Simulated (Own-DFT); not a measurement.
# Energy and forces against displacement in rutile TiO2, 72 atoms (O48Ti24)

These are calculations, not measurements. The program, named Own-DFT, is a retired in-house plane-wave density functional code that no person has reviewed. Each row is one single-point run on a periodic cell that was not relaxed, without spin or spin-orbit coupling.

Settings of every run: PBE; PseudoDojo norm-conserving scalar-relativistic files; cutoff 72 hartree; 3 x 3 x 3 k mesh centred on Gamma; Fermi-Dirac smearing of 0.1 eV.

Known limits, some of them of some rows only: some atoms lie very close together; oxygen file: force components 24 meV/angstrom off all-electron in a glass; forces on such cells passed a denser k mesh, each cell not checked; stress not checked against mesh or cutoff.

Cell vectors in Å: (9.187, 0.000, 0.000); (0.000, 9.187, 0.000); (0.000, 0.000, 8.876). In each run every atom was moved at random and independently from its ideal site; u is the rms move along one axis. E is the free energy for each atom above the fitted value at u = 0, and F the rms of the force components.

```
run   u (Å)  E (meV/atom)  F (eV/Å)  largest force (eV/Å)  P (GPa)
  1  0.0201           9.3     0.390                  1.89     4.86
  2  0.0205           9.5     0.400                  1.29     4.98
  3  0.0206           8.2     0.336                  1.35     4.71
  4  0.0470          46.2     0.912                  4.06     6.30
  5  0.0496          50.8     0.984                  3.25     7.29
  6  0.0514             ?         ?                     ?        ?
  7  0.0791         136.0     1.742                  7.54    10.61
  8  0.0800         147.4     1.922                 11.47    12.19
  9  0.0831         140.4     1.645                  6.25     9.07
 10  0.1237         361.8     3.018                 11.79    19.65
 11  0.1484         512.6     3.946                 19.73    23.81
```

## Worked fit

For small independent moves the energy grows as E = (3/2) K u², with K the mean stiffness felt by one atom. The runs with u up to 0.11 Å give K = 14.3 ± 0.4 eV/Å², with residuals divided by u² + 0.0006 Å², since the noise grows with the moves. The scatter is 2.9 meV/atom at u = 0.05 Å. The forces follow F = G u with G = 20.2 eV/Å²; no force at u = 0 is resolved. G exceeds K because the moves of its neighbours add to the force on an atom, and stiffness differs between atoms. At u = 0.148 Å the parabola gives 472 meV/atom and the run 513. The pressure follows P = 4.55 + 927 u² GPa: at fixed volume, shortened bonds push harder than stretched ones pull.

## Withheld run

Question: what energy and rms force should run 6 give?

The fit gives 57 ± 3 meV/atom and about 1.04 eV/Å. The calculation gave 55.0 meV/atom and 0.979 eV/Å.
